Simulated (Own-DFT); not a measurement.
Simulation results for Al3GaN4 (wurtzite random alloy, strained, atoms displaced)

All values are calculated (Own-DFT development build). A calculation, not a measurement: plane-wave PBE density functional theory by an unreviewed code, no spin, of a simulated periodic cell, stress positive in tension, free energy of the whole cell less one offset for each atom, forces on such cells passed a denser k mesh, this cell's mesh not checked; offsets are fitted by least squares, one for each functional and potential file, so energies compare only between cells with the same atoms and settings and are not formation energies; the far tail of each file's local potential was reset to the Coulomb form; each entry is a single point on an unrelaxed cell, so the pressure reflects the starting lattice, mostly measured values, from which strain is counted, and rises with the displacements; printed positions are rounded, which can move forces by about a meV/angstrom; the program is a retired in-house code; no spin-orbit coupling.

### Al3GaN4 (wurtzite random alloy, strained, atoms displaced)

```xyz
72
Lattice="9.4172 0.0000 0.0000 -4.7086 8.1556 0.0000 0.0000 0.0000 10.0655" Properties=species:S:1:pos:R:3 Al3GaN4
Al    -0.0310     1.7373    10.0165
Al     1.5847     0.8675     2.5120
N     -0.0074     1.8096     2.0101
N      1.5327     0.9597     4.4161
Al    -0.0053     1.7558     4.9885
Al     1.6329     0.9439     7.5374
N     -0.0326     1.7867     6.9645
N      1.5112     0.9305     9.4465
Al    -1.5879     4.5860    10.0414
Al     0.0014     3.7161     2.4908
N     -1.5772     4.4061     1.8546
N      0.0115     3.5876     4.3558
Ga    -1.6333     4.4175     4.9684
Al     0.0014     3.6316     7.5581
N     -1.6082     4.5680     6.9741
N     -0.0008     3.5936     9.4764
Al    -3.0990     7.2481     0.0508
Al    -1.6366     6.3700     2.6071
N     -3.1157     7.2997     1.9593
N     -1.5715     6.3417     4.4252
Al    -3.1991     7.3243     4.9989
Al    -1.4662     6.3485     7.4846
N     -3.1397     7.2525     7.0155
N     -1.5652     6.2937     9.4704
Al     3.1733     1.8050    10.0565
Al     4.6463     0.9192     2.5042
N      3.1851     1.8042     1.9110
N      4.6637     0.8761     4.5118
Ga     3.1631     1.8118     5.0488
Ga     4.7056     0.9263     7.6191
N      3.1909     1.8433     6.9825
N      4.7208     0.9572     9.4076
Al     1.5990     4.5412     9.9656
Al     3.0849     3.6138     2.4955
N      1.5353     4.4927     1.9340
N      3.0721     3.6385     4.4533
Ga     1.6197     4.4727     5.0427
Al     3.1511     3.7405     7.4997
N      1.5578     4.4007     6.9233
N      3.1128     3.5747     9.5598
Ga    -0.0350     7.2453    10.0350
Al     1.5345     6.3253     2.3343
N      0.0143     7.2604     1.9635
N      1.5693     6.3018     4.4621
Al    -0.0689     7.3207     5.0611
Ga     1.5163     6.3205     7.5232
N     -0.0154     7.1834     6.8880
N      1.5331     6.3837     9.4726
Al     6.2793     1.7774     0.0037
Al     7.7809     0.9347     2.5430
N      6.3007     1.8206     1.8414
N      7.8300     0.9253     4.5022
Al     6.2657     1.9266     4.9794
Ga     7.7514     0.7583     7.5913
N      6.2910     1.7414     6.9502
N      7.8793     0.8985     9.4345
Al     4.7380     4.4704    10.0473
Al     6.2262     3.5927     2.5017
N      4.6908     4.4910     1.9332
N      6.3039     3.5599     4.4369
Ga     4.7093     4.5892     5.1318
Ga     6.2705     3.5911     7.5705
N      4.7578     4.5849     7.0305
N      6.2759     3.5637     9.4978
Al     3.1662     7.2909     9.9914
Al     4.8611     6.2722     2.4708
N      3.1158     7.2917     1.9531
N      4.7088     6.2452     4.4184
Al     3.1390     7.1886     5.0457
Al     4.6713     6.3369     7.5226
N      3.0841     7.1915     6.9698
N      4.7824     6.3372     9.4266
```

Settings of this run: functional PBE, potential files PseudoDojo norm-conserving, scalar-relativistic, standard set with the stringent files for Ga, wave cutoff 96 hartree, occupations Gaussian, smearing width 0.01 eV and k mesh 4 x 4 x 3 centred on Gamma.

It finds free energy of cell above offsets -22.595 eV; pressure 5.15 GPa; stress xx -5.4 GPa; stress yy -5.52 GPa; stress zz -4.51 GPa; stress yz 0.61 GPa; stress xz -0.09 GPa; stress xy 0.69 GPa.

Force:
```csv
element,x (eV/Å),y (eV/Å),z (eV/Å)
Al,0.579,1.884,1.558
Al,-0.84,2.4,0.148
N,0.092,-0.262,-1.46
N,0.583,-1.499,-0.339
Al,-0.717,1.592,0.955
Al,-1.547,-0.309,0.086
N,0.784,0.155,-0.536
N,2.04,-0.982,0.665
Al,0.52,-2.446,0.292
Al,-0.384,-2.334,0.101
N,-1.243,2.44,0.918
N,-0.383,-0.383,0.741
Ga,2.939,1.992,1.353
Al,-1.153,-1.421,-0.019
N,1.23,-0.594,-0.293
N,-0.099,0.697,-0.326
Al,-0.393,0.435,-1.543
Al,1.906,-1.11,-1.426
N,0.283,-1.342,-0.814
N,-1.071,0.696,0.692
Al,0.797,-1.152,1.192
Al,-3.132,-0.54,0.88
N,0.294,0.294,-1.418
N,-0.735,1.32,-0.856
Al,-1.316,-0.282,0.14
Al,1.796,-0.613,0.769
N,-1.188,0.054,-0.188
N,1.7,1.25,-2.152
Ga,-0.997,0.521,0.327
Ga,0.222,-0.568,-2.766
N,-1.022,1.022,0.297
N,-0.148,-0.445,3.053
Al,-1.245,-0.667,1.555
Al,0.246,0.264,0.414
N,0.986,1.03,-1.683
N,3.282,-1.234,-1.565
Ga,-3.071,1.634,-0.646
Al,0.264,-2.329,1.421
N,0.052,1.291,1.579
N,1.049,1.305,-1.794
Ga,-0.134,0.597,1.118
Al,1.299,-0.05,2.65
N,-1.621,0.207,-0.361
N,-0.47,1.371,-0.714
Al,1.569,-2.465,-1.159
Ga,0.031,-1.057,-0.177
N,0.107,1.452,0.637
N,1.642,-0.84,0.025
Al,0.681,0.305,-0.417
Al,1.447,-0.458,0.311
N,-1.453,-0.401,1.543
N,-0.64,-0.84,-0.876
Al,0.086,-4.675,2.01
Ga,1.804,2.526,-1.359
N,-0.747,1.213,-1.259
N,-1.444,-0.305,1.536
Al,-0.508,0.669,0.289
Al,0.98,-0.157,-0.478
N,0.237,0.178,-0.496
N,-2.624,1.534,-1.916
Ga,-0.164,-2.26,-0.944
Ga,1.015,-0.466,0.398
N,-1.571,-0.52,-0.248
N,0.135,0.548,0.386
Al,0.299,-1.011,1.687
Al,-3.247,0.709,0.617
N,0.973,-0.907,-1.271
N,0.52,3.197,-0.66
Al,-1.04,0.674,-1.108
Al,1.535,1.384,0.974
N,1.371,-1.553,-1.087
N,-1.028,-0.366,1.039
```
